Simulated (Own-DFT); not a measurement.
# Which defects push the lattice out? D0_22 TiAl3

Everything here is calculated. The program is Own-DFT (plane waves, in-house, since retired, never reviewed by a person); positions were held fixed, and spin and spin-orbit coupling were off.

Method: PBE; PseudoDojo norm-conserving scalar-relativistic files; cutoff 42 hartree; 4 x 4 x 4 k mesh centred on Gamma; cold (Marzari-Vanderbilt) smearing of 0.2 eV.

Caveats: forces on such cells failed a check on a denser k mesh; stress not checked against mesh or cutoff.

All runs share one cell, with vectors in Å (-2.365, -6.981, 4.326); (-7.667, 3.491, 1.442); (-2.950, -3.488, -7.241) and a volume of 625.4 Å³. The atoms are randomly displaced, by u rms on each axis. The defect's site can differ from row to row.

| cell | formula | u (Å) | P (GPa) |
|---|---|---|---|
| no defect | Al30Ti10 | 0.0219 | 1.99 |
| no defect | Al30Ti10 | 0.0224 | 1.99 |
| no defect | Al30Ti10 | 0.0503 | 2.65 |
| two Al vacancies | Al28Ti10 | 0.0285 | 1.22 |
| two Al vacancies | Al28Ti10 | 0.0309 | 1.14 |
| two Al vacancies | Al28Ti10 | 0.0470 | ? |
| two Al vacancies | Al28Ti10 | 0.0504 | 1.96 |
| two Ti on an Al site each | Al28Ti12 | 0.0262 | 3.31 |
| two Ti on an Al site each | Al28Ti12 | 0.0492 | 3.51 |
| two Ti on an Al site each | Al28Ti12 | 0.0516 | 3.79 |
| two Al on a Ti site each | Al32Ti8 | 0.0286 | 2.93 |
| two Al on a Ti site each | Al32Ti8 | 0.0312 | 2.95 |
| two Al on a Ti site each | Al32Ti8 | 0.0530 | 3.35 |

## Fit

P = P0 + c u² + a shift for each defect gives P0 = 1.87 GPa, c = 292 ± 45 GPa/Å² and a scatter of 0.14 GPa. The shifts, and each times the cell's volume:

- two Ti on an Al site each: 1.11 ± 0.12 GPa, 4.3 eV (2.2 eV for each of its 2 sites)
- two Al on a Ti site each: 0.76 ± 0.11 GPa, 3.0 eV (1.5 eV for each of its 2 sites)
- two Al vacancies: -0.85 ± 0.11 GPa, -3.3 eV (-1.7 eV for each of its 2 sites)

Positive is outwards. The product with the volume (160.2 GPa Å³ to the eV) is nearly free of the cell's size; divided by the bulk modulus at the cell's pressure it gives the volume that the defect adds. The atoms around the defects weren't relaxed, which would change these numbers.

## Withheld run

Q: what pressure belongs in the blank (two Al vacancies, u = 0.0470 Å)?

The fitted form gives 1.66 ± 0.16 GPa. The run itself gave 1.57 GPa.
